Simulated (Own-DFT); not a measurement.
# Computed records: Al3GaAs4 (zincblende random alloy, strained, atoms displaced), Al3GaAs4 (zincblende random alloy, atoms displaced), InGa3As4 (zincblende random alloy, strained, atoms displaced)

A calculation, not a measurement: plane-wave PBE density functional theory by an unreviewed code, no spin, of a simulated periodic cell, stress positive in tension, free energy of the whole cell less one offset for each atom, forces on such cells passed a denser k mesh, this cell's mesh not checked; offsets are fitted by least squares, one for each functional and potential file, so energies compare only between cells with the same atoms and settings and are not formation energies; the far tail of each file's local potential was reset to the Coulomb form; each entry is a single point on an unrelaxed cell, so the pressure reflects the starting lattice, mostly measured values, from which strain is counted, and rises with the displacements; printed positions are rounded, which can move forces by about a meV/angstrom; the program is a retired in-house code; no spin-orbit coupling; before rounding, a Quantum ESPRESSO 7.3.1 run of the same cell and cutoff gave forces within 1 meV/angstrom rms on each cell, which checks the program and not the settings. Program: Own-DFT development build.

Common to all runs: functional PBE; potential files PseudoDojo norm-conserving, scalar-relativistic, standard set; wave cutoff 42 hartree; occupations Fermi-Dirac; smearing width 0.1 eV; k mesh 3 x 3 x 3 centred on Gamma.

(1) 
```xyz
64
Lattice="11.1709 0.0321 0.0776 0.0321 11.2195 -0.2202 0.0776 -0.2202 11.0945" Properties=species:S:1:pos:R:3:force_x:R:1:force_y:R:1:force_z:R:1 formula=Al3GaAs4 free_energy_of_cell_above_offsets=-16.059 pressure=7.08 stress_xx=-6.91 stress_yy=-6.93 stress_zz=-7.39 stress_yz=-3.74 stress_xz=1.68 stress_xy=0.37
Al     0.1961    10.9512    10.8394     -2.213      2.034      1.051
Al    11.1963     2.8109     2.8384      0.149     -0.009     -0.386
Al     2.7329    11.1353     2.5777      1.164      1.039     -0.294
Al     2.7667     2.7798     0.0117      0.379      0.303     -1.092
As     1.4048     1.3937     1.3128     -0.168     -0.278      0.929
As     1.4686     4.0971     4.1801     -0.578      1.316      -1.23
As     4.2333     1.3634     4.2400     -0.397     -0.807     -0.644
As     4.1660     4.1385     1.3700       0.76      0.762     -0.307
Al    11.2233    11.1153     5.4520      0.238      0.312     -0.762
Al     0.0745     2.6938     8.2348     -0.566     -0.858     -0.263
Al     2.7925    11.0404     8.1206      0.557      0.027      0.359
Al     2.7851     2.7747     5.4778      1.073     -0.655      1.159
As     1.5035     1.2662     6.8806     -0.343      0.186      0.109
As     1.4303     4.0128     9.5855      1.856      -0.22     -0.147
As     4.3234     1.1726     9.6981      -0.79      0.389     -0.192
As     4.3258     4.0552     6.9093     -0.536      0.358     -0.552
Ga     0.1237     5.2897    10.9554     -0.645      1.442      0.293
Ga     0.0891     8.3194     2.4957     -1.663      0.793      1.166
Al     2.8746     5.6302     2.7152     -0.761      -0.32     -0.084
Al     2.8213     8.4845    -0.1311     -0.483     -0.258      0.006
As     1.4084     7.0210     1.2275      1.333     -1.439     -0.811
As     1.4634     9.7090     3.9019     -0.441     -0.425      1.213
As     4.2685     6.9855     4.0864     -0.049     -0.327      0.471
As     4.2255     9.8005     1.1953      0.745      0.336      0.629
Al     0.0712     5.5454     5.4963     -1.283     -0.525     -0.689
Al    11.2114     8.2685     8.2082      0.451     -0.218       0.93
Ga     2.8969     5.5230     8.1902     -0.431     -0.377      0.033
Al     2.8212     8.3254     5.4775      0.681      1.027     -0.919
As     1.4521     6.9403     6.7298      0.388     -0.391      1.163
As     1.4163     9.6208     9.6181      1.717     -1.591     -2.207
As     4.2508     6.8840     9.6031      0.534     -0.291       0.15
As     4.3523     9.7644     6.7384     -1.235     -1.166      0.994
Al     5.7002    -0.1775    11.1047     -0.757     -0.514       0.17
Ga     5.6004     2.7525     2.8121     -0.724     -0.337      -0.58
Ga     8.4249    11.1524     2.6039      -0.66      0.908     -0.409
Al     8.4884     2.5431    11.0759     -0.738        1.1      0.729
As     6.9518     1.4113     1.3558      0.942     -0.053      0.738
As     6.9369     4.1104     4.1387       1.48      0.318      0.054
As     9.8302     1.3202     4.1294      0.448     -0.256       0.53
As     9.8479     4.2298     1.3715      0.076     -1.142     -0.326
Al     5.6014    -0.0925     5.6397      0.605      1.187     -0.616
Al     5.6613     2.6839     8.3233     -0.103     -0.271      0.372
Al     8.4563    11.0417     8.1983      0.103      0.723     -0.304
Al     8.4740     2.7082     5.4688     -0.798      0.108      0.448
As     7.0702     1.3214     6.9778      0.498     -0.423     -0.343
As     7.0324     4.0397     9.7398      1.098     -0.182     -0.584
As     9.8574     1.2810     9.7547      1.079     -1.068     -0.649
As     9.7848     4.0850     6.9597      0.949     -0.097     -1.029
Al     5.6684     5.6933    -0.0594     -2.067     -0.844     -0.318
Al     5.6284     8.3330     2.6912     -0.106      0.637     -0.681
Ga     8.4638     5.4829     2.7273     -1.515      0.411      0.023
Ga     8.4029     8.4465    -0.0518     -0.119      0.332     -0.244
As     6.9920     6.9794     1.2409      1.208      0.534      1.511
As     7.0205     9.8371     3.9646      0.207     -0.819       0.64
As     9.7317     6.9480     4.0478       1.61     -0.016      0.142
As     9.8415     9.8967     1.2535      0.438     -0.878     -0.311
Al     5.6690     5.5504     5.4992     -0.706      0.004      0.119
Ga     5.6810     8.2668     8.2051     -0.765      0.514      0.189
Al     8.5254     5.4674     8.2992     -1.812       0.32      0.193
Al     8.4697     8.3706     5.3976     -0.763      0.565      0.597
As     7.0125     6.9454     6.8498      1.595     -0.503     -0.235
As     7.0970     9.6431     9.5502      0.292     -0.402       0.39
As     9.8559     6.8645     9.6240      0.712     -0.188      0.537
As     9.9630     9.6991     6.8820     -1.153      0.162     -0.822
```

Units: free_energy_of_cell_above_offsets in eV; pressure, stress_xx, stress_yy, stress_zz, stress_yz, stress_xz, stress_xy in GPa; force_x, force_y, force_z in eV/Å.

(2) 
```xyz
64
Lattice="11.3183 0.0000 0.0000 0.0000 11.3183 0.0000 0.0000 0.0000 11.3183" Properties=species:S:1:pos:R:3:force_x:R:1:force_y:R:1:force_z:R:1 formula=Al3GaAs4 free_energy_of_cell_above_offsets=-12.686 pressure=4.44 stress_xx=-4.55 stress_yy=-4.14 stress_zz=-4.63 stress_yz=0.24 stress_xz=0.98 stress_xy=0.1
Al     0.0583    11.2740    11.2474     -0.977      1.344      1.037
Ga     0.0797     2.9586     2.7985     -0.452      -0.51      0.315
Ga     2.8184     0.0130     2.6934      1.527     -0.858      1.394
Al     2.7631     2.8042    11.2440      1.325     -0.545      1.945
As     1.4415     1.3712     1.4952     -1.033       0.99     -1.578
As     1.4586     4.4332     4.1214      -2.68     -4.216      4.089
As     4.2396     1.5412     4.3561      0.722     -1.735     -1.499
As     4.1931     4.3573     1.3595      0.204     -0.782       0.29
Al    11.2440     0.0266     5.5445      1.007      0.375     -0.506
Al     0.1332     2.8227     8.5650     -0.635      0.099     -0.132
Ga     2.7774     0.0061     8.4114      0.805     -0.103     -0.121
Al     2.8223     2.6802     5.7536      0.598      2.816     -0.447
As     1.3577     1.5155     7.0140      -0.75     -1.827      0.315
As     1.5190     4.1247     9.9096     -0.637      2.578     -0.588
As     4.2220     1.4425     9.9112       0.09     -0.129     -0.739
As     4.3609     4.2377     7.1711     -1.669      1.139     -1.981
Ga     0.0605     5.7168     0.0327      0.198     -0.596     -0.134
Al     0.1778     8.5433     2.7939      -3.29      -2.05     -1.482
Al     2.6861     5.5818     2.9375      4.351      3.795     -3.489
Al     2.8403     8.4499    11.2874      0.005      1.254     -0.355
As     1.4818     7.1709     1.3956      0.047     -1.214      0.365
As     1.3298     9.8230     4.0710      2.175      2.976      2.679
As     4.2258     7.1099     4.3404      0.178     -0.438     -0.691
As     4.3686     9.8211     1.3502     -1.153      0.601      0.119
Ga     0.0073     5.6195     5.6372     -0.315     -0.364      0.781
Ga     0.0019     8.3464     8.7046      4.267      4.087     -5.366
Al     2.8922     5.7443     8.4443     -0.226     -0.776      0.129
Al     2.7204     8.5441     5.6372      0.561     -0.151      0.207
As     1.3815     7.0674     7.0557      0.083      0.177      0.355
As     1.3254     9.9884     9.8425      1.746     -1.044     -0.125
As     4.2425     7.0802     9.9342     -0.288      0.052     -0.366
As     4.3359     9.7290     7.1127     -1.664       1.86     -1.315
Ga     5.6211     0.0362    11.3112     -0.447     -0.736     -0.914
Al     5.7279     2.8534     2.8359     -0.893      0.435     -0.432
Ga     8.5118     0.1643     2.7352      0.117     -1.232      0.419
Al     8.4621     2.7711    11.2491     -0.678      1.411      1.176
As     6.9964     1.3680     1.2864      0.662      1.181      1.095
As     7.0524     4.3544     4.2506       1.97     -1.773     -1.153
As     9.8222     1.5641     4.3239      1.767     -1.235      -2.31
As     9.8706     4.3127     1.4573       0.46     -0.955     -1.384
Al     5.6921    11.2401     5.6177     -0.392     -0.552     -0.377
Al     5.6446     2.8883     8.4009      1.021     -1.711      1.204
Al     8.6257     0.0068     8.4076     -0.692      0.478      0.452
Al     8.5740     2.8037     5.6607     -1.775      1.994      1.905
As     7.0001     1.3786     6.9623      1.013      0.259      0.785
As     7.1365     4.1951     9.7989     -0.273      0.758      0.664
As     9.9594     1.6323     9.9964      0.763     -2.439     -1.091
As    10.0061     4.2083     7.2792     -0.799      0.622     -1.279
Al     5.6995     5.7514    11.2522     -0.482     -1.896     -0.446
Al     5.7187     8.4769     2.7635     -0.339     -0.681      0.841
Al     8.5340     5.6533     2.7732     -0.738      1.005      1.077
Al     8.4955     8.4558    11.2630     -0.358      0.635      0.404
As     7.0121     6.9928     1.3433      1.547       0.84      0.563
As     7.1500     9.7580     4.2029      0.535      0.992      0.231
As     9.9149     7.0501     4.3479      0.523     -0.026     -1.727
As     9.9791     9.8978     1.3540     -0.575      0.057      0.428
Al     5.8140     5.6041     5.6122     -1.926      1.564      1.649
Al     5.5890     8.4849     8.5466      0.705     -0.475      0.685
Al     8.4761     5.8156     8.5250      1.344     -0.892      0.568
Al     8.6785     8.4373     5.7459     -1.232      0.808      0.704
As     7.0239     7.0814     7.2384      0.351      0.516     -1.589
As     6.9947     9.9132     9.8652      1.255      0.311     -0.034
As    10.1369     7.2766     9.9127     -5.444     -4.885      3.972
As    10.1662     9.9675     7.0681      -1.11     -1.183      0.809
```

Units: free_energy_of_cell_above_offsets in eV; pressure, stress_xx, stress_yy, stress_zz, stress_yz, stress_xz, stress_xy in GPa; force_x, force_y, force_z in eV/Å.

(3) 
```xyz
64
Lattice="11.3066 0.0000 0.0000 0.0000 11.3066 0.0000 0.0000 0.0000 11.6914" Properties=species:S:1:pos:R:3:force_x:R:1:force_y:R:1:force_z:R:1 formula=InGa3As4 free_energy_of_cell_above_offsets=-20.570 pressure=6.43 stress_xx=-6.99 stress_yy=-6.92 stress_zz=-5.36 stress_yz=-0.17 stress_xz=0.09 stress_xy=-0.1
In     0.0053     0.1305    11.6688       -0.7     -1.243      0.022
In    11.2948     2.8625     2.9660     -0.922     -0.289     -0.875
Ga     2.8391    11.2369     2.8995     -0.223      1.212      0.698
Ga     2.8098     2.7836     0.0620      0.321      0.533      0.022
As     1.3800     1.4527     1.4708      2.035     -0.078      0.787
As     1.4053     4.1931     4.3706     -0.112      0.234      2.707
As     4.3593     1.4307     4.4744     -2.158      0.167     -0.817
As     4.2396     4.2970     1.4454     -0.581      -2.18      0.815
Ga    11.2019     0.0322     5.8852      1.356     -0.053      0.187
Ga     0.0006     2.8202     8.8161      0.381      0.541     -0.133
Ga     2.8542     0.0820     8.7244      0.445     -0.714      0.587
Ga     2.8195     2.8942     5.8573      0.446     -0.388      0.224
As     1.4833     1.4888     7.4045     -0.888     -0.152     -1.128
As     1.4283     4.2459    10.3196      1.393     -1.564     -2.139
As     4.2370     1.4778    10.2805      0.395     -0.414       -0.4
As     4.2547     4.2544     7.3377     -0.096      0.079     -0.095
In     0.0583     5.6260    11.6757     -1.461      1.135     -0.324
In    11.2400     8.4604     2.9035      0.119      0.785     -0.003
In     2.6906     5.6378     2.9488      0.526     -0.051     -1.251
In     2.7300     8.4746    11.6265      1.641     -0.362      0.974
As     1.3580     7.0964     1.4370       0.22      0.037      0.334
As     1.4012     9.9143     4.3458       0.48      0.604      1.289
As     4.1090     6.9997     4.3586      2.353      1.381      1.027
As     4.1970     9.9946     1.4516      1.264     -0.822      0.009
Ga     0.0258     5.7136     5.7849     -0.082     -0.838      0.862
Ga    11.2914     8.4159     8.7518      0.132      0.278      0.418
Ga     2.8333     5.6795     8.7800     -0.448     -0.655     -0.418
Ga     2.8969     8.4867     5.8042     -0.925     -0.078     -0.384
As     1.4595     7.0714     7.2698     -0.223     -0.012      0.144
As     1.4711     9.9316    10.2629     -1.409      0.922     -2.875
As     4.1806     6.9862    10.2171      0.716      0.859      -0.96
As     4.1804     9.8454     7.2370      0.769      0.716      0.889
Ga     5.6896     0.0009     0.0066     -0.165       0.18     -0.316
Ga     5.5917     2.7249     2.9440      0.213      1.294     -0.413
Ga     8.4210    11.2893     2.9311     -0.198      0.401      0.888
Ga     8.4435     2.8154     0.0305      0.289      0.065      -0.47
As     7.0363     1.4091     1.5172      0.253      0.014     -0.376
As     6.9767     4.3527     4.3180     -0.519     -2.332      1.111
As     9.9237     1.3922     4.4130     -1.617     -0.501      0.341
As     9.8778     4.3274     1.4453     -1.124      -1.38     -0.163
Ga     5.5833     0.0233     5.8131       0.92     -0.923      1.049
Ga     5.6881     2.8719     8.7823     -0.173     -0.445     -0.091
Ga     8.4704    11.2026     8.7833      0.301      0.488     -1.326
Ga     8.4728     2.8401     5.8219      -0.46      0.055     -0.141
As     7.0492     1.3862     7.2935      0.108     -0.061      0.218
As     7.0349     4.2953    10.2263      1.946     -1.712     -1.361
As     9.8919     1.3612    10.0670     -1.316      1.075      0.377
As     9.8805     4.1622     7.3411       0.28      1.019       -0.3
In     5.6948     5.6093    11.6781     -0.619      0.996      0.421
Ga     5.6909     8.4838     2.8813     -0.971      0.289      0.537
In     8.4832     5.7389     3.0194     -0.115     -0.944     -1.172
Ga     8.3986     8.4802     0.0351      0.037      0.474      0.591
As     7.0384     7.0432     1.5222     -0.048       1.72     -0.758
As     7.0531     9.8730     4.4376     -0.129      0.038     -0.233
As     9.8987     7.0429     4.3867      0.473      0.962      2.605
As     9.7857     9.9801     1.5461     -0.436     -0.333     -1.425
Ga     5.6634     5.6189     5.8429     -0.468      0.735      0.383
Ga     5.6532     8.4760     8.7928     -0.388     -0.097      -0.22
Ga     8.4693     5.6954     8.7692      0.285     -0.725      0.005
Ga     8.5109     8.5015     5.8725     -0.608     -0.732     -0.378
As     7.1022     7.0565     7.3679     -0.526      0.295     -0.875
As     7.1214     9.8944    10.1871     -1.045      -0.31      0.832
As     9.7303     7.1119    10.2760      0.888      0.156     -0.674
As     9.9124     9.8044     7.2243       0.17      0.651      1.143
```

Units: free_energy_of_cell_above_offsets in eV; pressure, stress_xx, stress_yy, stress_zz, stress_yz, stress_xz, stress_xy in GPa; force_x, force_y, force_z in eV/Å.

(4) 
```xyz
64
Lattice="11.3066 0.0000 0.0000 0.0000 11.3066 0.0000 0.0000 0.0000 11.7318" Properties=species:S:1:pos:R:3:force_x:R:1:force_y:R:1:force_z:R:1 formula=InGa3As4 free_energy_of_cell_above_offsets=-20.799 pressure=6.14 stress_xx=-6.75 stress_yy=-6.75 stress_zz=-4.92 stress_yz=-0.79 stress_xz=-0.04 stress_xy=-0.34
Ga     0.0437    11.3014    11.6835     -0.453     -0.017      0.199
Ga    11.2980     2.8055     2.9391     -0.392     -0.035     -0.218
Ga     2.8164     0.0168     2.9007      0.765      0.279     -0.346
Ga     2.8929     2.8097    11.6529     -0.727       0.38      0.748
As     1.3711     1.4011     1.4894      0.489      0.378     -0.641
As     1.3591     4.1976     4.3835      0.197      0.096      0.514
As     4.2553     1.3921     4.4290     -0.008      0.303     -0.304
As     4.2051     4.2882     1.4708     -0.213     -0.562      0.416
Ga    11.2918     0.0135     5.8269      0.044      0.133      0.585
Ga     0.0014     2.8067     8.7983      0.182      0.214      0.039
In     2.8546     0.1751     8.8066      0.078      -2.63     -1.042
Ga     2.8036     2.8013     5.9078     -0.233     -0.362     -0.574
As     1.3909     1.3744     7.3789      -1.64      1.516     -2.111
As     1.4205     4.2436    10.2403      0.732     -0.706     -0.657
As     4.1876     1.4285    10.2255      2.587      2.225      1.255
As     4.2059     4.1517     7.3110     -0.006      0.826      0.008
In     0.0821     5.6722     0.0845     -0.883     -0.745     -0.761
Ga     0.0161     8.5225     2.9951      -0.33      0.222     -0.157
Ga     2.7059     5.6476     2.9702      0.687      0.161     -0.054
Ga     2.6885     8.4607     0.0234      1.162      0.428     -0.679
As     1.3926     7.1154     1.4978      0.799       0.94      1.638
As     1.4094    10.0620     4.3452      0.111      -1.26      0.457
As     4.2090     7.0955     4.3847      0.142     -0.621     -0.116
As     4.2925     9.8597     1.4477     -1.844     -0.504      0.612
Ga     0.0528     5.6772     5.8945     -0.012     -0.056     -0.107
In    11.2015     8.4426     8.7949      0.634      0.273      1.002
Ga     2.8274     5.6685     8.7562     -0.122     -0.278     -0.125
Ga     2.9069     8.5762     5.7881     -1.019     -0.292      0.071
As     1.3897     7.1134     7.3548      1.526     -0.616     -1.408
As     1.4544     9.9655    10.2312      -0.46     -0.886      1.125
As     4.1984     7.0637    10.1746      0.503      0.319      0.996
As     4.2720     9.8928     7.2479      0.269     -0.348      0.859
In     5.6957    11.2270    11.6712     -1.572      2.421      1.521
Ga     5.7015     2.8483     2.9251      -0.78      -0.04      0.182
Ga     8.4278    11.2623     2.9113      0.273      0.237     -0.018
In     8.4741     2.8003     0.0405     -0.066      0.107     -2.083
As     7.0703     1.4764     1.4829     -0.817     -1.373      1.439
As     7.1916     4.1887     4.2945     -1.796     -0.429      1.969
As     9.9127     1.3719     4.3957     -0.492      0.133     -0.247
As     9.8277     4.2121     1.4558      2.413     -0.698       0.44
Ga     5.6420    11.2923     5.9204      0.517      0.173     -0.785
Ga     5.7096     2.8737     8.6959     -0.787     -0.719      0.344
Ga     8.4322     0.0385     8.8142      0.192     -0.421     -0.211
Ga     8.4991     2.8211     5.8353      0.275     -0.113      0.328
As     7.0695     1.4099     7.3461      0.144      0.055     -0.546
As     6.9593     4.2051    10.1659      0.232      1.096      0.807
As     9.9040     1.3871    10.1677      0.494     -0.342      0.382
As     9.9679     4.2449     7.3495     -0.438     -0.186     -0.481
Ga     5.6515     5.6856     0.1598     -0.377     -0.058     -1.631
Ga     5.5965     8.5384     2.9354      0.651      -0.71      0.108
In     8.5777     5.6393     2.9221     -0.265      1.247      0.246
In     8.5341     8.5282    11.7053     -1.592     -0.961     -0.478
As     7.0980     7.0461     1.4465     -1.215      0.766      0.609
As     7.0946     9.8568     4.3977     -1.128      0.996     -0.631
As     9.9154     7.0851     4.4655      1.935     -0.424      -0.62
As     9.8306     9.8497     1.4032        2.3      2.113      2.243
Ga     5.6190     5.5985     5.8845      0.198     -0.032     -0.609
Ga     5.7547     8.4584     8.7314     -0.989      0.525      0.695
Ga     8.4583     5.5636     8.7496     -0.194      0.568      0.253
In     8.5437     8.4918     5.8978     -0.543      0.232      0.025
As     7.0262     7.1014     7.2871     -0.028     -1.721      0.632
As     7.0457     9.9482    10.3219      1.456     -1.636     -3.704
As     9.8374     7.0363    10.3250      -0.24     -1.754     -1.378
As     9.9134     9.9220     7.3425     -0.324      2.175     -0.024
```

Units: free_energy_of_cell_above_offsets in eV; pressure, stress_xx, stress_yy, stress_zz, stress_yz, stress_xz, stress_xy in GPa; force_x, force_y, force_z in eV/Å.
